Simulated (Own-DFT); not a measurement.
## Calculated data, Si₃₆C₃₅ (2H silicon carbide with one vacancy, atoms displaced)

All values are calculated (Own-DFT development build). A calculation, not a measurement: plane-wave PBE density functional theory by an unreviewed code, no spin, of a simulated periodic cell, stress positive in tension, free energy of the whole cell less one offset for each atom, not probed for a lower state with spin; forces on such cells moved up to 12 meV/angstrom on a denser k mesh; offsets are fitted by least squares, one for each functional and potential file, so energies compare only between cells with the same atoms and settings and are not formation energies; the far tail of each file's local potential was reset to the Coulomb form; each entry is a single point on an unrelaxed cell, so the pressure reflects the starting lattice, mostly measured values (interpolated for alloys), from which strain is counted, and rises with the displacements; printed positions are rounded, which can move forces by about a meV/angstrom; the program, named Own-DFT, is a retired in-house code; no spin-orbit coupling; before rounding, a Quantum ESPRESSO 7.3.1 run of the same cell and cutoff gave forces within 1 meV/angstrom rms on each cell, which checks the program and not the settings.

Common to all runs: functional PBE; potential files PseudoDojo norm-conserving, scalar-relativistic, standard set; wave cutoff 42 hartree; occupations Fermi-Dirac; smearing width 0.1 eV; k mesh 4 x 4 x 3 centred on Gamma.

(1) 
```cif
# cell vector a (Å): 9.2481 0.0000 0.0000
# cell vector b (Å): -4.6241 8.0091 0.0000
# cell vector c (Å): 0.0000 0.0000 10.0681
data_Si36C35
_symmetry_space_group_name_H-M 'P 1'
_symmetry_Int_Tables_number 1
_cell_length_a 9.2481
_cell_length_b 9.2481
_cell_length_c 10.0681
_cell_angle_alpha 90.000
_cell_angle_beta 90.000
_cell_angle_gamma 120.000
_cell_volume 745.73
loop_
_atom_site_label
_atom_site_type_symbol
_atom_site_fract_x
_atom_site_fract_y
_atom_site_fract_z
_atom_site_occupancy
Si1 Si 0.01646 0.01328 0.00535 1
Si2 Si 0.11793 0.22551 0.25265 1
C1 C 0.01177 0.00654 0.19578 1
C2 C 0.10941 0.21944 0.44758 1
Si3 Si 0.99532 0.99145 0.50295 1
Si4 Si 0.09703 0.21336 0.74437 1
C3 C 0.00380 0.99940 0.68484 1
C4 C 0.11291 0.21287 0.93067 1
Si5 Si 0.01228 0.34140 0.00274 1
Si6 Si 0.10286 0.54769 0.25110 1
C5 C 0.00685 0.31813 0.18438 1
C6 C 0.10592 0.55350 0.44811 1
Si7 Si 0.99066 0.31955 0.50774 1
Si8 Si 0.11299 0.54982 0.75404 1
C7 C 0.99724 0.33920 0.69054 1
C8 C 0.10302 0.54426 0.93580 1
Si9 Si 0.00450 0.67040 0.99678 1
Si10 Si 0.10317 0.88760 0.25771 1
C9 C 0.98969 0.65539 0.18084 1
C10 C 0.10977 0.87664 0.43378 1
Si11 Si 0.99277 0.65908 0.47656 1
Si12 Si 0.12915 0.90016 0.74359 1
C11 C 0.98401 0.65923 0.69729 1
C12 C 0.07964 0.86711 0.94915 1
Si13 Si 0.34318 0.00412 0.00367 1
Si14 Si 0.44040 0.21348 0.26993 1
C13 C 0.34166 0.02344 0.17491 1
C14 C 0.43266 0.22076 0.43543 1
Si15 Si 0.32464 0.02159 0.48871 1
Si16 Si 0.44083 0.22040 0.73572 1
C15 C 0.33174 0.00900 0.68406 1
C16 C 0.43310 0.22371 0.94378 1
Si17 Si 0.32839 0.33878 0.99102 1
Si18 Si 0.45953 0.56892 0.25416 1
C17 C 0.33315 0.35331 0.19939 1
C18 C 0.43455 0.55713 0.43742 1
Si19 Si 0.33132 0.33079 0.50665 1
Si20 Si 0.45477 0.55260 0.73625 1
C19 C 0.33182 0.33272 0.69872 1
C20 C 0.43668 0.56509 0.94242 1
Si21 Si 0.32549 0.69099 0.00588 1
Si22 Si 0.45834 0.90963 0.25121 1
C21 C 0.33969 0.66139 0.18345 1
C22 C 0.44012 0.87716 0.43801 1
Si23 Si 0.32055 0.65324 0.51350 1
Si24 Si 0.45128 0.90671 0.74700 1
C23 C 0.32558 0.65512 0.68270 1
C24 C 0.45015 0.89237 0.93561 1
Si25 Si 0.66157 0.00740 0.99957 1
Si26 Si 0.76864 0.21679 0.25941 1
C25 C 0.65823 0.00433 0.18153 1
Si27 Si 0.66128 0.00403 0.49442 1
Si28 Si 0.77990 0.20985 0.74840 1
C26 C 0.66347 0.00141 0.70595 1
C27 C 0.76959 0.21680 0.92848 1
Si29 Si 0.65927 0.34262 0.00165 1
Si30 Si 0.77911 0.56729 0.23788 1
C28 C 0.66818 0.33009 0.19693 1
C29 C 0.77430 0.55272 0.43311 1
Si31 Si 0.67865 0.34016 0.50014 1
Si32 Si 0.78103 0.55750 0.76574 1
C30 C 0.67085 0.32846 0.68502 1
C31 C 0.77109 0.55492 0.92058 1
Si33 Si 0.66571 0.65744 0.00266 1
Si34 Si 0.77423 0.90226 0.25366 1
C32 C 0.67578 0.66597 0.17582 1
C33 C 0.79293 0.88588 0.42757 1
Si35 Si 0.67616 0.66923 0.51417 1
Si36 Si 0.76512 0.89970 0.76068 1
C34 C 0.67242 0.67435 0.69702 1
C35 C 0.76734 0.87141 0.93927 1
_calc_free_energy_of_cell_above_offsets '9.581'  # eV
_calc_pressure 8.61  # GPa
_calc_stress_xx -4.38  # GPa
_calc_stress_yy -7.98  # GPa
_calc_stress_zz -13.49  # GPa
_calc_stress_yz 1.87  # GPa
_calc_stress_xz -0.58  # GPa
_calc_stress_xy -0.22  # GPa
```

Force:
```
element  x (eV/Å)  y (eV/Å)  z (eV/Å)
     Si    -2.247     -3.27     0.483
     Si     1.065    -0.043     1.467
      C    -2.149    -0.063    -0.888
      C     0.013    -0.735    -1.005
     Si     0.889     1.234    -0.547
     Si     1.432     1.352     0.732
      C    -1.332    -0.607     0.589
      C    -1.802      1.96     0.075
     Si    -1.034    -3.725    -0.795
     Si     2.005     0.019    -0.078
      C    -3.492     1.871     1.407
      C      0.34    -1.995    -2.462
     Si    -0.424      1.13    -0.564
     Si    -2.035      1.57    -0.887
      C      1.13    -2.322     0.021
      C     0.003     3.399     0.846
     Si    -0.806    -4.876     0.195
     Si     1.792    -0.201    -3.508
      C     1.747     1.602     1.155
      C    -1.041     2.023     1.123
     Si    -0.001    -0.154     4.833
     Si    -4.604    -4.203     2.442
      C     3.839     2.152    -2.249
      C     3.614     6.215    -3.164
     Si    -2.228     0.192    -2.525
     Si    -0.833     3.692    -7.315
      C     0.197    -3.356     5.027
      C     1.468      2.97     3.632
     Si     2.987    -6.206     2.568
     Si     1.153     1.966     3.371
      C     2.191    -0.537    -1.686
      C     1.732    -0.128    -1.993
     Si     0.195      1.28     2.165
     Si     -0.87    -0.995    -0.927
      C      2.35    -2.342    -1.456
      C     2.404     -0.12     1.718
     Si    -1.355     1.801    -0.369
     Si    -2.731     1.164     3.791
      C    -0.367    -0.647    -2.718
      C     0.888    -0.435    -1.459
     Si     3.031    -4.405    -0.897
     Si    -2.953    -3.636     0.161
      C     -2.71     2.558     1.695
      C    -1.262     2.006     0.233
     Si      0.36     1.407    -4.232
     Si    -1.536    -3.393     0.439
      C     0.752     1.896     3.805
      C    -2.452     1.379    -0.778
     Si     2.663    -1.041    -0.808
     Si     1.321      0.81     -0.68
      C     2.398     0.451     0.908
     Si     1.451     -0.09     0.569
     Si    -1.872     4.109     0.737
      C    -0.443    -0.434    -4.579
      C     0.507     1.919     2.478
     Si     1.221    -1.964    -0.567
     Si     0.886    -3.337      2.39
      C    -1.403     1.347    -0.864
      C    -0.834     0.554    -0.926
     Si    -0.356     -1.09    -0.181
     Si    -0.622    -0.525    -10.04
      C    -0.832     0.269     0.144
      C     0.344    -0.931      11.8
     Si    -2.359     0.563    -3.181
     Si     2.208    -1.106    -3.106
      C    -2.321     2.135     3.224
      C    -3.031    -0.626     2.777
     Si    -1.543    -0.214     -2.01
     Si     4.855    -3.082     0.211
      C     0.655     0.111    -1.226
      C    -0.207     3.728     1.457
```

(2) 
```cif
# cell vector a (Å): 9.2481 0.0000 0.0000
# cell vector b (Å): -4.6241 8.0091 0.0000
# cell vector c (Å): 0.0000 0.0000 10.0681
data_Si36C35
_symmetry_space_group_name_H-M 'P 1'
_symmetry_Int_Tables_number 1
_cell_length_a 9.2481
_cell_length_b 9.2481
_cell_length_c 10.0681
_cell_angle_alpha 90.000
_cell_angle_beta 90.000
_cell_angle_gamma 120.000
_cell_volume 745.73
loop_
_atom_site_label
_atom_site_type_symbol
_atom_site_fract_x
_atom_site_fract_y
_atom_site_fract_z
_atom_site_occupancy
Si1 Si 0.00388 0.00082 0.98583 1
Si2 Si 0.11448 0.21759 0.25712 1
C1 C 0.98723 0.99079 0.20466 1
C2 C 0.11135 0.23462 0.44382 1
Si3 Si 0.00457 0.99183 0.49658 1
Si4 Si 0.11597 0.21334 0.74108 1
C3 C 0.01171 0.99775 0.70373 1
C4 C 0.11463 0.22953 0.92607 1
Si5 Si 0.99957 0.32870 0.99156 1
Si6 Si 0.12253 0.55370 0.25075 1
C5 C 0.99476 0.33149 0.19337 1
C6 C 0.12132 0.56366 0.44112 1
Si7 Si 0.98421 0.32452 0.50117 1
Si8 Si 0.10798 0.54889 0.74652 1
C7 C 0.99107 0.33302 0.67811 1
C8 C 0.11226 0.54959 0.93795 1
Si9 Si 0.00436 0.65672 0.98914 1
Si10 Si 0.10878 0.87970 0.26396 1
C9 C 0.99210 0.65828 0.17700 1
C10 C 0.10979 0.89848 0.45258 1
Si11 Si 0.00836 0.67489 0.49938 1
Si12 Si 0.12908 0.89278 0.74608 1
C11 C 0.00460 0.66050 0.69713 1
C12 C 0.09770 0.88252 0.93497 1
Si13 Si 0.32746 0.99698 0.00329 1
Si14 Si 0.44729 0.21461 0.26091 1
C13 C 0.32084 0.00775 0.18981 1
C14 C 0.45104 0.21618 0.44220 1
Si15 Si 0.33433 0.01095 0.50466 1
Si16 Si 0.43183 0.24225 0.75589 1
C15 C 0.32865 0.98824 0.69384 1
C16 C 0.45718 0.22082 0.93391 1
Si17 Si 0.32197 0.32910 0.98388 1
Si18 Si 0.45861 0.55960 0.25399 1
C17 C 0.33022 0.32944 0.18321 1
C18 C 0.43889 0.55916 0.43343 1
Si19 Si 0.34757 0.35396 0.50175 1
Si20 Si 0.44517 0.56184 0.75704 1
C19 C 0.36054 0.34120 0.68530 1
C20 C 0.44601 0.56616 0.93873 1
Si21 Si 0.32996 0.67602 0.99762 1
Si22 Si 0.45441 0.87623 0.24573 1
C21 C 0.34314 0.65697 0.19151 1
C22 C 0.44307 0.89848 0.44290 1
Si23 Si 0.32325 0.65796 0.49208 1
Si24 Si 0.45985 0.90020 0.76728 1
C23 C 0.31763 0.66031 0.67324 1
C24 C 0.43260 0.87544 0.94825 1
Si25 Si 0.65632 0.98995 0.00580 1
Si26 Si 0.78601 0.22227 0.25212 1
C25 C 0.65820 0.99639 0.18857 1
C26 C 0.76701 0.21635 0.43852 1
Si27 Si 0.66188 0.99575 0.50086 1
Si28 Si 0.76665 0.20926 0.75458 1
C27 C 0.67698 0.01074 0.68882 1
C28 C 0.77193 0.22104 0.93238 1
Si29 Si 0.67594 0.32972 0.00744 1
Si30 Si 0.78380 0.56673 0.25461 1
C29 C 0.65224 0.32143 0.19399 1
Si31 Si 0.67190 0.34991 0.49890 1
Si32 Si 0.76840 0.55879 0.74499 1
C30 C 0.67000 0.33621 0.68058 1
C31 C 0.76918 0.54891 0.94014 1
Si33 Si 0.66972 0.67054 0.00142 1
Si34 Si 0.78440 0.88186 0.25337 1
C32 C 0.67289 0.66127 0.17815 1
C33 C 0.78768 0.91085 0.44085 1
Si35 Si 0.66396 0.67794 0.50351 1
Si36 Si 0.76372 0.89285 0.74621 1
C34 C 0.66234 0.65815 0.68418 1
C35 C 0.77887 0.88321 0.93731 1
_calc_free_energy_of_cell_above_offsets '6.480'  # eV
_calc_pressure 7.59  # GPa
_calc_stress_xx -9.69  # GPa
_calc_stress_yy -5.77  # GPa
_calc_stress_zz -7.29  # GPa
_calc_stress_yz 1.2  # GPa
_calc_stress_xz 0.56  # GPa
_calc_stress_xy 0.36  # GPa
```

Force:
```
element  x (eV/Å)  y (eV/Å)  z (eV/Å)
     Si     -1.26     0.026      2.28
     Si    -0.807     0.577    -0.677
      C     3.747     2.108    -2.699
      C     2.059    -1.362     0.258
     Si    -4.557     4.851     3.207
     Si    -1.512     2.629    -0.774
      C    -2.039    -1.333    -3.264
      C     -0.84    -1.918       0.2
     Si    -0.685    -0.001     1.806
     Si    -1.954    -0.028     0.008
      C     2.368     0.031    -1.888
      C    -3.766    -2.582    -2.264
     Si     0.625     1.519    -1.163
     Si      0.32    -0.486    -0.034
      C     1.312    -1.464     3.099
      C     0.348    -0.041    -0.959
     Si    -3.362     1.148     0.855
     Si    -0.892     0.399    -2.416
      C     2.355     0.837     2.009
      C     4.409    -2.613    -2.763
     Si      0.22    -1.503     1.276
     Si    -3.604    -3.195      2.11
      C    -2.621     1.353    -1.681
      C     3.417    -0.104    -0.038
     Si     -1.32      0.77     0.076
     Si    -2.466     0.508    -1.622
      C     2.183    -2.536     0.072
      C    -2.254     3.107    -0.114
     Si      1.53    -2.019     1.503
     Si      11.5    -7.012     2.429
      C      3.18      3.91    -0.991
      C     -2.38    -0.139     0.942
     Si     3.418     1.722     3.657
     Si    -0.279    -2.486    -2.266
      C     0.637      0.31     0.664
      C     1.928       1.4     0.562
     Si    -0.083    -3.458    -0.627
     Si    -0.977     0.176    -2.021
      C    -10.16     4.731     -3.26
      C    -0.068    -0.872     0.138
     Si     1.714    -5.557     2.228
     Si    -4.188     1.116     2.384
      C    -1.623     1.137     -1.45
      C     0.735    -2.216     -1.27
     Si     1.679      3.88     1.571
     Si    -2.334    -1.918    -3.479
      C     3.066     0.862     3.348
      C     0.248     4.905    -1.334
     Si       1.5      0.88    -0.362
     Si    -2.911    -0.907     0.462
      C     3.244     0.856    -0.244
      C     0.513      1.15    -0.279
     Si    -1.613     1.455    -0.008
     Si    -0.006     5.216    -1.822
      C     -1.97    -2.697    -0.777
      C      1.72    -1.552     1.984
     Si    -2.862     1.118    -0.357
     Si     1.034    -2.318     -0.06
      C     3.118     1.797    -0.139
     Si     0.612     -1.11    -0.272
     Si     3.829    -1.695     1.757
      C    -0.928    -0.244     1.787
      C     1.001     0.418    -0.832
     Si     0.459    -1.506    -1.617
     Si    -3.698    -0.447    -0.022
      C    -1.348      1.24     3.275
      C     0.455    -3.113    -0.198
     Si     0.113    -0.542    -1.263
     Si     4.954    -1.744     1.492
      C    -2.297     3.075     0.311
      C    -1.885     1.501    -0.446
```

(3) 
```cif
# cell vector a (Å): 9.2481 0.0000 0.0000
# cell vector b (Å): -4.6241 8.0091 0.0000
# cell vector c (Å): 0.0000 0.0000 10.0681
data_Si36C35
_symmetry_space_group_name_H-M 'P 1'
_symmetry_Int_Tables_number 1
_cell_length_a 9.2481
_cell_length_b 9.2481
_cell_length_c 10.0681
_cell_angle_alpha 90.000
_cell_angle_beta 90.000
_cell_angle_gamma 120.000
_cell_volume 745.73
loop_
_atom_site_label
_atom_site_type_symbol
_atom_site_fract_x
_atom_site_fract_y
_atom_site_fract_z
_atom_site_occupancy
Si1 Si 0.99380 0.99488 0.99284 1
Si2 Si 0.10940 0.23204 0.27278 1
C1 C 0.00132 0.99036 0.18763 1
C2 C 0.11547 0.22971 0.44462 1
Si3 Si 0.99734 0.00634 0.51419 1
Si4 Si 0.08272 0.21752 0.75492 1
C3 C 0.01425 0.01320 0.69153 1
C4 C 0.11144 0.23657 0.93553 1
Si5 Si 0.01393 0.33623 0.00286 1
Si6 Si 0.07236 0.51695 0.26327 1
C5 C 0.00676 0.31577 0.18803 1
C6 C 0.10272 0.55079 0.42992 1
Si7 Si 0.00535 0.33714 0.49773 1
Si8 Si 0.10859 0.55534 0.74561 1
C7 C 0.00734 0.33710 0.68855 1
C8 C 0.09461 0.54376 0.92624 1
Si9 Si 0.00354 0.65638 0.00853 1
Si10 Si 0.11751 0.88904 0.23860 1
C9 C 0.00751 0.69213 0.18482 1
C10 C 0.11358 0.88381 0.43489 1
Si11 Si 0.00453 0.66940 0.49298 1
Si12 Si 0.10783 0.89764 0.73737 1
C11 C 0.99314 0.65930 0.67555 1
Si13 Si 0.33700 0.99338 0.99779 1
Si14 Si 0.42964 0.21881 0.25418 1
C12 C 0.32361 0.00066 0.18576 1
C13 C 0.43835 0.21366 0.44460 1
Si15 Si 0.32405 0.99526 0.50943 1
Si16 Si 0.45349 0.20975 0.74589 1
C14 C 0.32600 0.99830 0.67257 1
C15 C 0.44956 0.21424 0.92576 1
Si17 Si 0.34442 0.32412 0.00284 1
Si18 Si 0.44149 0.54600 0.25164 1
C16 C 0.32968 0.33715 0.17684 1
C17 C 0.43503 0.54520 0.43135 1
Si19 Si 0.31974 0.33567 0.51007 1
Si20 Si 0.44540 0.55672 0.73847 1
C18 C 0.33545 0.34115 0.69648 1
C19 C 0.43590 0.54155 0.94456 1
Si21 Si 0.33384 0.66472 0.99992 1
Si22 Si 0.44823 0.88735 0.25500 1
C20 C 0.32411 0.66337 0.17564 1
C21 C 0.43599 0.87603 0.44124 1
Si23 Si 0.33671 0.66600 0.50647 1
Si24 Si 0.42814 0.88719 0.75960 1
C22 C 0.32543 0.66039 0.68783 1
C23 C 0.45915 0.90390 0.94022 1
Si25 Si 0.67858 0.01217 0.99315 1
Si26 Si 0.76078 0.20808 0.25475 1
C24 C 0.65999 0.99958 0.18996 1
C25 C 0.77763 0.24064 0.44076 1
Si27 Si 0.67517 0.02116 0.50156 1
Si28 Si 0.77637 0.22119 0.74519 1
C26 C 0.66085 0.97568 0.67274 1
C27 C 0.76068 0.21225 0.93996 1
Si29 Si 0.65733 0.32243 0.01111 1
Si30 Si 0.78591 0.54484 0.24836 1
C28 C 0.68499 0.34552 0.18875 1
C29 C 0.80030 0.57540 0.43218 1
Si31 Si 0.64682 0.32723 0.50845 1
Si32 Si 0.77348 0.55586 0.75880 1
C30 C 0.67408 0.33673 0.68506 1
C31 C 0.76947 0.55281 0.93743 1
Si33 Si 0.65818 0.65522 0.00834 1
Si34 Si 0.77605 0.88443 0.22699 1
C32 C 0.67601 0.67157 0.18776 1
C33 C 0.79377 0.90337 0.43046 1
Si35 Si 0.66342 0.67543 0.49886 1
Si36 Si 0.76964 0.87830 0.73883 1
C34 C 0.67198 0.66238 0.68683 1
C35 C 0.76467 0.89759 0.95032 1
_calc_free_energy_of_cell_above_offsets '8.944'  # eV
_calc_pressure 8.76  # GPa
_calc_stress_xx -5.88  # GPa
_calc_stress_yy -7.4  # GPa
_calc_stress_zz -13.01  # GPa
_calc_stress_yz -0.5  # GPa
_calc_stress_xz -1.42  # GPa
_calc_stress_xy 2.53  # GPa
```

Force:
```
element  x (eV/Å)  y (eV/Å)  z (eV/Å)
     Si     0.033     0.979       0.4
     Si     3.443    -3.371    -4.758
      C    -0.777     2.316    -0.809
      C    -1.164    -1.388     1.369
     Si     1.529     -1.13    -3.883
     Si     5.341      1.48     1.339
      C    -3.581    -1.264    -0.278
      C     3.081    -3.315    -0.073
     Si    -3.408    -0.483     0.439
     Si      1.87     4.679    -4.846
      C    -4.719     0.906    -0.167
      C     1.827     0.495     4.126
     Si    -2.082       0.3     1.387
     Si    -0.869    -0.087    -0.053
      C    -3.442     0.092    -1.957
      C     1.643     1.598     1.865
     Si    -1.326     0.663    -1.426
     Si    -1.941     2.446      3.99
      C     0.723     -7.91    -0.597
      C    -0.882     1.917     0.204
     Si     0.201     0.267     0.423
     Si     1.725     -2.28     1.793
      C    -0.014     1.249     2.605
     Si     -1.23    -0.105     0.561
     Si     0.977     0.372    -0.039
      C     3.642     1.608    -0.501
      C    -2.059     0.668    -0.908
     Si     1.082    -1.002    -7.285
     Si    -2.609     2.299    -0.623
      C     1.097     0.025     7.196
      C    -1.239    -0.496     2.628
     Si    -2.731     0.096    -3.236
     Si    -0.763     2.563    -2.597
      C      0.94    -1.535     4.091
      C     0.489       1.2     2.197
     Si     3.548     0.067     0.672
     Si     0.117    -0.028     3.464
      C     0.067    -2.721    -1.337
      C     0.636     1.817    -1.807
     Si    -0.197    -0.237    -1.342
     Si    -2.253    -1.869    -0.887
      C     0.418    -0.326     3.861
      C     0.452     2.735    -0.138
     Si    -1.002    -0.666    -2.309
     Si     2.139    -0.438    -2.284
      C     0.366     1.215     0.725
      C    -0.488    -2.961    -0.723
     Si    -3.305    -1.079     3.194
     Si     1.738      1.62    -0.055
      C     0.795    -0.428    -1.215
      C     0.664    -1.477     -0.08
     Si     0.325    -3.054    -2.868
     Si     0.616    -0.885     0.858
      C    -2.517     2.881     3.206
      C     2.059     4.327    -1.544
     Si     1.049     1.156    -2.538
     Si    -1.571     5.755     1.357
      C    -1.762     -4.35    -0.135
      C    -4.386    -3.153     0.369
     Si     2.438     3.155    -2.272
     Si     1.679    -0.551    -1.921
      C    -0.828    -0.805     1.426
      C     1.301      0.07     1.604
     Si    -0.955     1.513    -1.485
     Si     0.659     1.933     3.393
      C    -0.799    -3.723     0.796
      C    -2.457     -0.56     0.508
     Si      2.33    -0.058    -1.886
     Si     1.001     1.244      2.75
      C    -1.506     0.012    -0.632
      C     4.821    -3.982    -3.305
```
